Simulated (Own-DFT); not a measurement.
# Computed records: Si$_{7}$Ge (diamond-structure random alloy, atoms displaced)

All values are calculated (Own-DFT development build). A calculation, not a measurement: plane-wave PBE density functional theory by an unreviewed code, no spin, of a simulated periodic cell, stress positive in tension, free energy of the whole cell less one offset for each atom, forces on such cells passed a denser k mesh, this cell's mesh not checked; offsets are fitted by least squares, one for each functional and potential file, so energies compare only between cells with the same atoms and settings and are not formation energies; the far tail of each file's local potential was reset to the Coulomb form; each entry is a single point on an unrelaxed cell, so the pressure reflects the starting lattice, mostly measured values, from which strain is counted, and rises with the displacements; printed positions are rounded, which can move forces by about a meV/angstrom; the program is a retired in-house code; no spin-orbit coupling.

Settings shared by all entries: functional PBE; potential files PseudoDojo norm-conserving, scalar-relativistic, standard set; wave cutoff 42 hartree; occupations Fermi-Dirac; smearing width 0.1 eV; k mesh 3 x 3 x 3 centred on Gamma.

(1) Si$_{7}$Ge (diamond-structure random alloy, atoms displaced)

```
cell vectors (Å)
  10.9187     0.0000     0.0000
   0.0000    10.9187     0.0000
   0.0000     0.0000    10.9187
atoms (fractions of the cell vectors)
Si  0.00376  0.99945  0.99923
Si  0.00169  0.25277  0.24951
Si  0.25457  0.00240  0.25110
Si  0.24967  0.25213  0.00201
Si  0.12034  0.12171  0.12330
Si  0.13170  0.37679  0.37569
Si  0.37526  0.12461  0.37128
Si  0.37748  0.37756  0.12708
Si  0.00321  0.00035  0.50311
Si  0.99858  0.24703  0.75163
Si  0.25244  0.99539  0.75102
Si  0.25052  0.24672  0.49946
Si  0.11998  0.12026  0.62471
Si  0.12628  0.38143  0.87548
Si  0.37546  0.12706  0.87813
Si  0.37183  0.37702  0.62330
Si  0.99785  0.49858  0.00087
Ge  0.99970  0.75219  0.25122
Si  0.24837  0.50142  0.25211
Si  0.25485  0.75108  0.00233
Ge  0.12753  0.62284  0.12741
Si  0.12682  0.87477  0.38024
Ge  0.37847  0.62873  0.37560
Si  0.37170  0.87335  0.12343
Si  0.00100  0.50521  0.49810
Si  0.00216  0.74859  0.74964
Ge  0.25350  0.49494  0.75107
Si  0.25037  0.74935  0.50000
Si  0.12456  0.62628  0.62662
Si  0.13061  0.87119  0.87585
Si  0.37664  0.62073  0.87838
Si  0.37373  0.87558  0.62339
Si  0.50259  0.00495  0.00157
Si  0.49911  0.24608  0.25066
Si  0.74890  0.00373  0.24826
Si  0.74998  0.25045  0.99881
Si  0.62568  0.12409  0.12856
Si  0.62197  0.37434  0.37521
Si  0.87650  0.12823  0.37467
Ge  0.87938  0.37297  0.12631
Si  0.50241  0.99667  0.49740
Si  0.50273  0.25257  0.75027
Si  0.74284  0.00521  0.74606
Si  0.75120  0.25407  0.50094
Si  0.62870  0.12750  0.62085
Si  0.62178  0.37137  0.87510
Si  0.87805  0.12566  0.87879
Si  0.87663  0.37763  0.62218
Ge  0.50232  0.50022  0.00088
Si  0.49554  0.75097  0.24824
Si  0.74911  0.49569  0.25096
Si  0.74980  0.74944  0.00136
Si  0.62067  0.62650  0.12457
Si  0.62284  0.87798  0.37454
Si  0.87796  0.62592  0.37466
Si  0.87685  0.87010  0.12108
Si  0.50347  0.49887  0.49579
Si  0.50099  0.75290  0.75100
Si  0.74638  0.49935  0.75246
Si  0.75362  0.75050  0.49923
Ge  0.62456  0.62288  0.62656
Si  0.62218  0.87512  0.87760
Si  0.87191  0.62418  0.87781
Ge  0.87559  0.87557  0.62709
```

```
free energy of cell above offsets : -5.192 eV
pressure                          : 2.23 GPa
stress xx                         : -2.18 GPa
stress yy                         : -2.22 GPa
stress zz                         : -2.3 GPa
stress yz                         : -0.16 GPa
stress xz                         : -0.16 GPa
stress xy                         : 0.1 GPa
```

Force:
```csv
element,x (eV/Å),y (eV/Å),z (eV/Å)
Si,-0.377,-0.682,-0.297
Si,0.684,-0.64,0.668
Si,-1.026,-0.568,-0.332
Si,-0.192,0.037,0.049
Si,0.864,0.574,0.559
Si,-0.783,-0.244,0.185
Si,0.294,-0.071,0.817
Si,-0.56,-0.52,0.375
Si,-0.623,-0.08,-0.911
Si,0.331,0.737,-0.163
Si,-0.138,0.75,-0.017
Si,-0.149,-0.088,0.267
Si,1.048,0.607,0.653
Si,-0.67,-1.37,0.322
Si,-0.022,0.014,-0.472
Si,1.133,-0.834,-0.605
Si,0.321,0.547,-0.485
Ge,0.227,0.137,0.213
Si,0.966,-0.481,0.035
Si,-0.35,-0.646,-0.544
Ge,-0.209,0.225,-0.687
Si,0.289,0.582,-0.407
Ge,-0.448,-0.583,0.019
Si,0.765,0.905,0.232
Si,0.345,-0.565,0.159
Si,-0.148,-0.125,0.784
Ge,-0.411,1.136,-0.144
Si,-0.225,0.151,0.555
Si,0.274,-0.147,-0.246
Si,-0.41,0.089,-0.039
Si,-0.004,1.147,-0.539
Si,0.399,-0.174,0.069
Si,-0.487,-0.612,0.13
Si,0.12,0.635,-0.167
Si,0.698,-0.73,0.269
Si,-0.177,-0.371,0.212
Si,0.086,0.547,-0.558
Si,0.414,-0.48,-0.268
Si,0.03,-0.203,0.142
Ge,-0.831,0.131,-0.235
Si,-0.514,0.792,0.411
Si,-0.711,-0.542,-0.573
Si,0.771,-0.424,1.171
Si,0.111,-0.093,-0.417
Si,-0.858,0.204,-0.065
Si,0.822,0.235,-0.024
Si,-0.709,-0.379,-0.483
Si,0.006,0.064,0.607
Ge,-0.072,-0.359,-0.025
Si,0.802,0.629,-0.248
Si,-0.152,0.887,0.067
Si,-0.354,-0.024,-0.185
Si,0.96,0.132,0.72
Si,0.663,-0.718,-0.466
Si,-0.909,-0.358,-0.02
Si,-0.445,1.177,0.17
Si,-0.649,-0.178,0.645
Si,-0.69,-0.276,0.194
Si,0.697,-0.534,0.154
Si,-0.493,-0.09,-0.421
Ge,0.115,0.486,-0.309
Si,0.433,0.404,-0.213
Si,0.303,-0.009,-0.368
Ge,-0.173,0.237,0.08
```

(2) Si$_{7}$Ge (diamond-structure random alloy, atoms displaced)

```
cell vectors (Å)
  10.9187     0.0000     0.0000
   0.0000    10.9187     0.0000
   0.0000     0.0000    10.9187
atoms (fractions of the cell vectors)
Si  0.99777  0.00212  0.00040
Si  0.99928  0.25036  0.24854
Si  0.24823  0.99998  0.25208
Si  0.25552  0.24758  0.00147
Si  0.12283  0.12385  0.12418
Si  0.12458  0.37493  0.37504
Si  0.37712  0.12362  0.37849
Si  0.37450  0.37482  0.12448
Si  0.00072  0.99633  0.50234
Si  0.00209  0.24858  0.74828
Si  0.25012  0.00017  0.74799
Si  0.24750  0.25233  0.50256
Si  0.11966  0.12416  0.62858
Si  0.13125  0.37152  0.87487
Si  0.38083  0.12147  0.87745
Si  0.37310  0.37174  0.62767
Ge  0.99649  0.50182  0.00234
Si  0.00000  0.75099  0.24966
Si  0.25145  0.50222  0.24966
Si  0.24829  0.74784  0.99941
Si  0.12174  0.62303  0.12324
Si  0.12248  0.87526  0.37356
Si  0.37025  0.62833  0.37461
Si  0.37352  0.87537  0.12360
Si  0.99964  0.50094  0.50023
Ge  0.99968  0.74476  0.74662
Si  0.25510  0.49372  0.74826
Si  0.25470  0.74822  0.50120
Si  0.12534  0.62707  0.62028
Si  0.12637  0.87368  0.87217
Si  0.37603  0.62963  0.87544
Ge  0.37470  0.87665  0.62383
Si  0.50430  0.00018  0.00201
Si  0.50499  0.25095  0.25271
Si  0.74974  0.99818  0.25215
Si  0.75328  0.25310  0.00320
Si  0.62748  0.13184  0.12863
Si  0.61832  0.37479  0.37589
Si  0.87377  0.12604  0.37134
Si  0.87570  0.37487  0.12445
Si  0.50119  0.99883  0.49851
Si  0.49830  0.25077  0.74945
Si  0.74717  0.00187  0.74923
Si  0.74922  0.24614  0.49920
Ge  0.62344  0.12903  0.62575
Ge  0.62563  0.37686  0.87950
Si  0.87687  0.12295  0.87440
Si  0.87553  0.37798  0.62739
Si  0.50027  0.49927  0.99937
Si  0.49840  0.74693  0.24770
Si  0.75061  0.49799  0.24945
Si  0.74476  0.74807  0.00227
Si  0.62846  0.62412  0.12061
Si  0.61905  0.87454  0.37700
Si  0.87417  0.62769  0.37809
Si  0.87531  0.87337  0.12172
Ge  0.50240  0.49307  0.49880
Si  0.49686  0.74984  0.74645
Si  0.74316  0.50365  0.75355
Si  0.74956  0.74926  0.50090
Ge  0.62750  0.62581  0.62324
Si  0.62107  0.87825  0.87386
Ge  0.87545  0.62580  0.87911
Si  0.88138  0.87316  0.62517
```

```
free energy of cell above offsets : -5.088 eV
pressure                          : 2.27 GPa
stress xx                         : -2.21 GPa
stress yy                         : -2.28 GPa
stress zz                         : -2.32 GPa
stress yz                         : -0.12 GPa
stress xz                         : 0.51 GPa
stress xy                         : 0.06 GPa
```

Force:
```csv
element,x (eV/Å),y (eV/Å),z (eV/Å)
Si,0.432,-0.632,-0.334
Si,0.203,0.003,0.077
Si,0.197,0.127,-0.19
Si,-0.428,-0.23,-0.124
Si,0.405,0.201,0.157
Si,0.007,0.202,-0.175
Si,-0.387,0.407,-0.35
Si,0.416,0.065,0.437
Si,-0.141,0.69,-0.598
Si,-0.444,0.505,0.639
Si,-0.199,0.436,0.69
Si,-0.03,-0.669,-0.104
Si,0.778,-0.159,-0.679
Si,-0.359,0.012,0.042
Si,-0.44,0.124,-0.376
Si,0.272,-0.188,-0.381
Ge,1.011,-1.113,-0.296
Si,-0.185,-0.199,-0.099
Si,-0.465,-0.286,-0.102
Si,-0.08,0.325,0.083
Si,0.674,0.539,0.707
Si,0.564,-0.308,0.412
Si,0.794,-0.608,-0.179
Si,0.028,-0.032,0.149
Si,0,-0.043,-0.127
Ge,0.557,0.561,0.368
Si,-0.666,1.294,0.367
Si,-1.132,0.472,-0.521
Si,0.76,-1.087,0.209
Si,-0.123,0.322,0.389
Si,-0.106,-0.841,-0.215
Ge,0.058,0.063,-0.062
Si,-0.164,0.232,0.462
Si,-1.222,-0.148,-0.268
Si,-0.136,-0.082,-0.324
Si,0.19,-0.732,-0.325
Si,0.227,-0.835,-0.252
Si,1.95,-0.559,-0.543
Si,0.295,-0.441,0.561
Si,-0.205,-0.118,0.67
Si,-0.12,0.352,0.109
Si,-0.222,0.027,0.658
Si,0.763,-0.571,0.179
Si,0.472,1.131,-0.315
Ge,-0.052,-0.53,-0.183
Ge,-0.188,-0.555,-0.481
Si,-0.464,0.518,-0.051
Si,-0.498,-0.204,-0.04
Si,-0.597,0.661,0.413
Si,0.103,0.21,-0.051
Si,-0.141,0.23,0.343
Si,0.37,1.112,-0.583
Si,-0.703,-0.531,0.92
Si,0.699,-0.414,-0.479
Si,0.021,-0.387,-0.564
Si,-0.366,0.123,0.4
Ge,-1.368,1.005,0.338
Si,0.432,0.195,0.707
Si,1.253,-0.503,-0.261
Si,0.392,0.946,-0.352
Ge,-0.465,0.061,0.279
Si,0.396,-0.647,-0.116
Ge,-1.148,0.123,-0.547
Si,-1.474,0.38,-0.116
```

(3) Si$_{7}$Ge (diamond-structure random alloy, atoms displaced)

```
cell vectors (Å)
  10.9187     0.0000     0.0000
   0.0000    10.9187     0.0000
   0.0000     0.0000    10.9187
atoms (fractions of the cell vectors)
Si  0.99979  0.00494  0.00155
Si  0.00072  0.24834  0.24960
Si  0.25208  0.00209  0.25523
Si  0.24468  0.24941  0.99820
Si  0.12556  0.12907  0.12910
Si  0.12267  0.37459  0.37450
Si  0.37654  0.12103  0.37857
Ge  0.37537  0.37682  0.12447
Si  0.99989  0.99969  0.50177
Si  0.99847  0.24835  0.75031
Si  0.25221  0.99486  0.75239
Si  0.24940  0.24859  0.49799
Si  0.12669  0.12022  0.62844
Si  0.12368  0.37419  0.87195
Ge  0.37483  0.12572  0.87656
Si  0.37610  0.38046  0.62579
Si  0.99740  0.49989  0.00136
Si  0.00158  0.75090  0.24585
Si  0.25045  0.50145  0.24913
Ge  0.24965  0.74719  0.99794
Si  0.12397  0.62354  0.12629
Si  0.12460  0.87482  0.37745
Si  0.37779  0.62201  0.37413
Si  0.37600  0.87339  0.12121
Si  0.00348  0.49388  0.50048
Si  0.99705  0.74901  0.75090
Si  0.25073  0.49847  0.75286
Si  0.25161  0.74641  0.49985
Si  0.12466  0.62602  0.62311
Si  0.12354  0.87520  0.86909
Si  0.37433  0.62347  0.87395
Si  0.37065  0.87513  0.62481
Si  0.50120  0.00199  0.99383
Si  0.50143  0.25163  0.24665
Ge  0.75225  0.99416  0.25147
Si  0.74960  0.25020  0.99809
Ge  0.62669  0.12637  0.11618
Si  0.62375  0.37390  0.37916
Si  0.87205  0.12121  0.37383
Si  0.87607  0.37688  0.12596
Si  0.49902  0.00178  0.50009
Si  0.50098  0.24992  0.74916
Si  0.75231  0.00113  0.74919
Si  0.75060  0.25158  0.49785
Si  0.63236  0.12209  0.63102
Si  0.62532  0.38031  0.87641
Si  0.87461  0.12161  0.87243
Si  0.87630  0.37802  0.62289
Si  0.49984  0.49961  0.00019
Si  0.50173  0.74905  0.25116
Si  0.75098  0.49575  0.25135
Si  0.74782  0.74974  0.00148
Ge  0.62842  0.62255  0.12781
Si  0.62729  0.87032  0.37320
Si  0.87296  0.62396  0.37789
Ge  0.87547  0.87692  0.12175
Ge  0.50142  0.49763  0.49850
Si  0.50249  0.75549  0.75122
Si  0.75001  0.49790  0.74716
Si  0.75160  0.75153  0.49827
Si  0.62860  0.62655  0.62411
Si  0.62124  0.87630  0.87407
Si  0.87962  0.62829  0.87107
Si  0.87792  0.87683  0.62598
```

```
free energy of cell above offsets : -5.279 eV
pressure                          : 2.22 GPa
stress xx                         : -2.26 GPa
stress yy                         : -2.21 GPa
stress zz                         : -2.21 GPa
stress yz                         : 0.04 GPa
stress xz                         : 0.28 GPa
stress xy                         : 0.03 GPa
```

Force:
```csv
element,x (eV/Å),y (eV/Å),z (eV/Å)
Si,0.703,-0.119,-0.533
Si,-0.553,0.266,0.299
Si,-0.155,-0.566,-0.661
Si,0.059,0.303,0.268
Si,0.231,-0.609,-0.256
Si,0.608,-0.301,-0.309
Si,0.188,1.059,-0.587
Ge,-0.406,-0.392,-0.214
Si,0.128,0.178,-0.153
Si,0.042,0.002,-0.38
Si,-0.33,0.43,-0.372
Si,0.101,0.166,0.552
Si,0.032,0.453,-0.204
Si,-0.304,0.055,0.429
Ge,-0.29,0.192,-0.415
Si,-0.484,-1.201,0.083
Si,0.43,0.152,-0.405
Si,-0.113,-0.349,0.886
Si,-0.417,0.026,0.463
Ge,-0.363,0.249,-0.004
Si,-0.091,-0.169,-0.063
Si,0.094,-0.176,-0.262
Si,-0.442,0.515,-0.241
Si,0.274,0.611,0.622
Si,-0.327,1.07,-0.077
Si,0.705,0.375,-0.755
Si,-0.279,0.393,-0.479
Si,-0.061,0.199,-0.223
Si,0.037,-0.418,0.413
Si,-0.367,0.124,0.826
Si,0.77,0.021,-0.239
Si,0.723,-0.196,-0.218
Si,-0.303,-0.763,0.739
Si,-0.06,-0.554,0.867
Ge,-0.725,0.706,-0.106
Si,0.846,0.719,-0.582
Ge,-0.278,-0.269,0.992
Si,0.433,-0.524,-1.118
Si,0.684,0.673,0.458
Si,-0.187,-0.681,-0.124
Si,0.789,-0.649,0.506
Si,0.343,0.487,-0.116
Si,0.048,-0.952,0.451
Si,0.156,-0.432,0.473
Si,-0.924,0.727,-1.046
Si,-0.065,-0.704,-0.277
Si,0.059,0.69,0.46
Si,-0.098,-0.783,0.199
Si,0.069,0.503,-0.43
Si,-0.471,0.176,-0.165
Si,0.17,-0.018,0.657
Si,0.26,0.06,-1.033
Ge,-0.369,-0.054,-0.143
Si,-0.808,0.324,0.671
Si,0.723,-0.131,-0.478
Ge,0.465,-0.639,-0.328
Ge,0.052,0.697,0.493
Si,-0.599,-0.897,-0.585
Si,0.29,0.606,0.292
Si,0.142,-0.039,0.509
Si,-0.183,0.318,0.253
Si,0.978,0.072,0.138
Si,-1.153,-0.712,0.753
Si,-0.428,-0.301,-0.172
```

(4) Si$_{7}$Ge (diamond-structure random alloy, atoms displaced)

```
cell vectors (Å)
  10.9187     0.0000     0.0000
   0.0000    10.9187     0.0000
   0.0000     0.0000    10.9187
atoms (fractions of the cell vectors)
Si  0.99949  0.00521  0.00101
Si  0.99575  0.24240  0.25639
Ge  0.25153  0.00321  0.25140
Si  0.25607  0.25218  0.99868
Si  0.12371  0.13062  0.12346
Si  0.12628  0.37848  0.37121
Si  0.38065  0.12662  0.37618
Si  0.37404  0.37413  0.12499
Si  0.99875  0.99606  0.49830
Si  0.00212  0.24564  0.75018
Si  0.25076  0.00189  0.75352
Si  0.25256  0.24814  0.50541
Si  0.12727  0.12574  0.62788
Si  0.12487  0.37644  0.87290
Si  0.38053  0.12679  0.88118
Si  0.37868  0.37713  0.62520
Si  0.99979  0.50435  0.99600
Si  0.99801  0.75409  0.25465
Si  0.24447  0.50103  0.25053
Si  0.25096  0.74792  0.99848
Si  0.12497  0.62115  0.12534
Si  0.12428  0.87757  0.36996
Si  0.37206  0.62319  0.37693
Si  0.37728  0.87234  0.12868
Si  0.00245  0.50367  0.50064
Si  0.00063  0.75253  0.74653
Si  0.25486  0.49831  0.74992
Si  0.25125  0.75101  0.49741
Si  0.12244  0.62653  0.62615
Si  0.11979  0.87528  0.87682
Ge  0.37360  0.62905  0.87739
Si  0.37802  0.87189  0.62178
Si  0.50115  0.99980  0.99652
Ge  0.50169  0.25268  0.24680
Si  0.75152  0.00348  0.24726
Si  0.75100  0.24420  0.00066
Si  0.63142  0.11958  0.12308
Si  0.62448  0.37480  0.37539
Si  0.87695  0.12108  0.37479
Si  0.87179  0.37732  0.13101
Si  0.50350  0.00060  0.49771
Si  0.49977  0.25189  0.74758
Si  0.75186  0.99789  0.75460
Si  0.75159  0.25295  0.49905
Si  0.62561  0.12540  0.62860
Si  0.62354  0.37210  0.87740
Ge  0.87649  0.12268  0.86992
Si  0.87614  0.37526  0.62954
Si  0.50251  0.49955  0.00155
Si  0.50095  0.74834  0.25014
Si  0.75227  0.49905  0.25025
Si  0.74741  0.74909  0.99885
Si  0.62920  0.62754  0.12486
Ge  0.63053  0.88444  0.37428
Si  0.87795  0.62530  0.37169
Ge  0.87820  0.87868  0.12601
Ge  0.50000  0.49677  0.49832
Si  0.49324  0.74973  0.75593
Ge  0.75570  0.49740  0.74979
Si  0.74611  0.75119  0.50035
Si  0.62003  0.61946  0.62544
Si  0.63029  0.87383  0.87437
Si  0.87821  0.62258  0.87371
Si  0.87842  0.87744  0.62718
```

```
free energy of cell above offsets : -4.817 eV
pressure                          : 2.29 GPa
stress xx                         : -2.28 GPa
stress yy                         : -2.29 GPa
stress zz                         : -2.31 GPa
stress yz                         : 0.27 GPa
stress xz                         : 0.21 GPa
stress xy                         : 0.12 GPa
```

Force:
```csv
element,x (eV/Å),y (eV/Å),z (eV/Å)
Si,0.699,-0.291,-0.082
Si,0.69,1.39,-0.776
Ge,0.031,0.197,-0.454
Si,-0.924,0.067,0.069
Si,0.258,0.032,-0.072
Si,-0.405,-1.042,1.013
Si,-0.4,0.141,0.524
Si,-0.183,0.958,-0.059
Si,0.613,0.494,0.36
Si,0.244,0.918,-0.369
Si,0.316,-0.405,-0.026
Si,-0.054,0.546,-0.728
Si,-0.201,-0.546,-0.465
Si,0.263,-0.253,0.157
Si,-0.418,0.019,-1.068
Si,-0.675,-0.656,0.199
Si,0.095,-0.965,0.842
Si,0.688,-0.774,-0.719
Si,0.989,-0.157,-0.331
Si,-0.914,0.872,1.038
Si,-0.368,1.034,-0.119
Si,0.176,-0.4,0.929
Si,0.063,0.29,-0.65
Si,-0.052,0.071,-0.865
Si,-0.319,-0.522,-0.094
Si,-0.106,-0.264,0.642
Si,-0.788,0.284,-0.304
Si,-0.592,0.028,0.214
Si,0.959,-0.05,-0.12
Si,0.639,0.097,0.023
Ge,0.125,-1.202,0.176
Si,-0.299,0.651,0.322
Si,0.443,-0.635,0.802
Ge,0.355,-0.596,-0.062
Si,0.495,0.167,0.2
Si,0.048,0.963,0.108
Si,-0.861,0.384,-0.298
Si,0.816,0.012,-0.3
Si,-0.75,0.047,0.683
Si,0.749,-0.844,-1.001
Si,-0.419,0.405,0.89
Si,0.103,-0.189,0.544
Si,-0.397,-0.142,-1.151
Si,0.083,-0.449,0.313
Si,0.275,-0.098,-0.39
Si,0.259,-0.137,0.022
Ge,-0.053,0.367,0.762
Si,0.88,-0.602,-1.168
Si,-0.004,0.037,0.257
Si,0.108,-0.053,0.333
Si,-0.557,0.522,0.362
Si,0.883,-0.091,-0.098
Si,-0.429,-0.529,0.241
Ge,-0.442,-1.132,-0.249
Si,-0.593,0.113,0.811
Ge,-0.448,-0.417,-0.37
Ge,-0.126,0.296,-0.158
Si,1.482,0.414,-1.161
Ge,-1.113,0.218,0.425
Si,0.689,-0.475,0.406
Si,0.405,1.213,0.454
Si,-0.949,-0.121,-0.018
Si,-0.243,1.19,0.004
Si,-0.841,-0.4,-0.398
```
